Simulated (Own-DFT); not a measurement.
# Response to strain: C40 NbSi2, 36 atoms (Nb12Si24)

All numbers below are calculated, not measured. The program, named Own-DFT, is a retired in-house plane-wave density functional code that no person has reviewed. Each row is one single-point run on a periodic cell that was not relaxed, without spin or spin-orbit coupling.

Settings of every run: PBEsol; PseudoDojo norm-conserving scalar-relativistic files, made for PBE; cutoff 42 hartree; 4 x 4 x 5 k mesh centred on Gamma; cold (Marzari-Vanderbilt) smearing of 0.2 eV.

Known limits: forces on such cells failed a check on a denser k mesh; stress not checked against mesh or cutoff.

Unstrained cell vectors in Å: (0.000, 8.324, 0.000); (-9.613, 0.000, 0.000); (0.000, 0.000, 6.586). The unstrained cell was taken from the Materials Project. The random moves and any unrelaxed bonds add to the pressure at no strain. Each run strains this cell uniformly, with the atoms carried along. Every atom was also moved at random, by a Gaussian of width 0.05 Å on each axis. Strain is the symmetric tensor, in per cent. Stress is positive in tension, and the pressure is minus a third of its trace.

| run | e_xx (%) | e_yy (%) | e_zz (%) | e_yz (%) | e_xz (%) | e_xy (%) | s_xx (GPa) | s_yy (GPa) | s_zz (GPa) | s_yz (GPa) | s_xz (GPa) | s_xy (GPa) | P (GPa) | E (meV/atom) |
|---|---|---|---|---|---|---|---|---|---|---|---|---|---|---|
| 1 | 1.29 | -1.50 | 1.92 | -1.99 | -0.44 | -1.87 | 5.91 | -1.89 | 7.32 | -5.92 | -1.58 | -4.66 | -3.78 | 24.6 |
| 2 | 0.58 | -0.58 | 1.98 | -1.29 | 0.17 | 1.31 | 3.88 | 1.41 | 8.27 | -3.74 | 0.46 | 3.58 | -4.52 | 11.3 |
| 3 | 0.24 | 0.66 | 1.14 | 1.21 | 1.70 | -0.64 | 3.03 | 4.90 | 5.17 | 2.89 | 4.57 | -1.90 | -4.37 | 15.0 |
| 4 | -1.59 | -0.04 | 1.94 | -0.96 | 1.24 | 1.32 | -3.55 | 1.62 | 7.23 | -3.33 | 3.02 | 3.91 | -1.77 | 11.6 |
| 5 | 1.18 | 0.75 | -1.32 | 1.51 | -0.64 | -0.50 | 4.06 | 4.31 | -5.78 | 5.11 | -1.89 | -0.98 | -0.86 | 22.7 |
| 6 | -1.32 | -0.74 | -1.01 | 0.87 | -0.54 | 1.85 | -4.93 | -3.84 | -6.75 | 2.54 | -1.61 | 5.58 | 5.17 | 10.6 |
| 7 | 1.90 | 1.47 | -1.59 | 1.12 | -0.99 | -0.05 | 7.35 | 6.64 | -5.62 | 3.54 | -2.66 | -0.38 | -2.79 | 23.2 |
| 8 | -0.13 | 0.54 | -0.82 | -0.64 | 1.03 | -1.13 | 0.44 | 3.03 | -3.62 | -2.27 | 3.36 | -3.34 | 0.05 | 2.2 |
| 9 | 0.99 | 0.21 | -0.72 | -1.51 | 1.21 | -1.57 | 4.30 | 2.33 | -2.90 | -5.13 | 3.45 | -4.37 | -1.25 | 11.8 |
| 10 | 0.07 | 0.36 | -0.94 | -0.46 | -1.07 | -0.26 | 1.16 | 1.92 | -3.75 | -0.79 | -3.29 | -0.80 | 0.23 | 0.0 |
| 11 | 0.06 | -1.68 | 1.51 | 0.05 | -0.46 | -1.84 | 1.10 | -3.18 | 5.47 | -0.56 | -1.88 | -5.28 | -1.13 | 4.3 |
| 12 | -0.62 | -0.86 | -0.74 | -1.81 | -1.72 | -0.31 | -2.76 | -2.27 | -5.85 | -6.46 | -6.07 | -1.16 | 3.63 | 15.0 |
| 13 | 1.84 | 0.39 | 1.06 | 0.40 | -1.60 | -1.05 | 8.59 | 4.93 | 6.02 | 0.81 | -3.98 | -2.66 | -6.52 | 9.2 |
| 14 | -1.64 | -0.34 | 1.85 | 0.11 | 0.77 | -1.78 | -4.06 | 0.17 | 6.26 | -0.18 | 2.22 | -5.93 | -0.79 | 17.3 |
| 15 | 0.86 | -1.98 | -1.13 | 1.98 | -0.46 | 1.82 | 1.51 | -6.97 | -6.86 | 7.00 | -2.36 | 5.03 | 4.11 | 28.6 |
| 16 | 0.21 | 0.17 | -1.12 | -1.33 | 0.17 | -0.83 | ? | ? | ? | ? | ? | ? | ? | ? |

E is the free energy for each atom above the lowest run shown.

## Worked fit

Each stress component was fitted by least squares to a constant and the strains of the runs shown, as fractions, with shears doubled. Shear strains stay in the fit of a normal stress only where such slopes are resolved. The slopes, in GPa:

| stress | at no strain | per e_xx | per e_yy | per e_zz | scatter |
|---|---|---|---|---|---|
| s_xx | 0.9 | 356 ± 7 | 71 ± 8 | 74 ± 6 | 0.30 |
| s_yy | 1.4 | 73 ± 10 | 380 ± 12 | 86 ± 8 | 0.42 |
| s_zz | -0.6 | 64 ± 11 | 86 ± 13 | 458 ± 9 | 0.45 |

Each shear stress against twice its own strain: yz 155 ± 6, xz 143 ± 6, xy 145 ± 5 GPa. These are stiffnesses along x, y and z of the frame in which the cell vectors are given, which need not be the crystal's axes. The atoms are held to the strained lattice; where symmetry lets them move under strain, relaxing them would lower some slopes. The table should be nearly symmetric about its diagonal, and what it lacks of that shows the noise. A ninth of its sum, 183 ± 8 GPa, estimates the bulk modulus near the mean pressure of these runs, -1.0 GPa.

## Withheld run

Question: what normal stresses and pressure should run 16 give?

The fit gives s_xx = 0.9, s_yy = 1.2, s_zz = -5.5 and P = 1.1 GPa. The calculation gave 1.36, 1.00, -5.61 and P = 1.08 GPa.
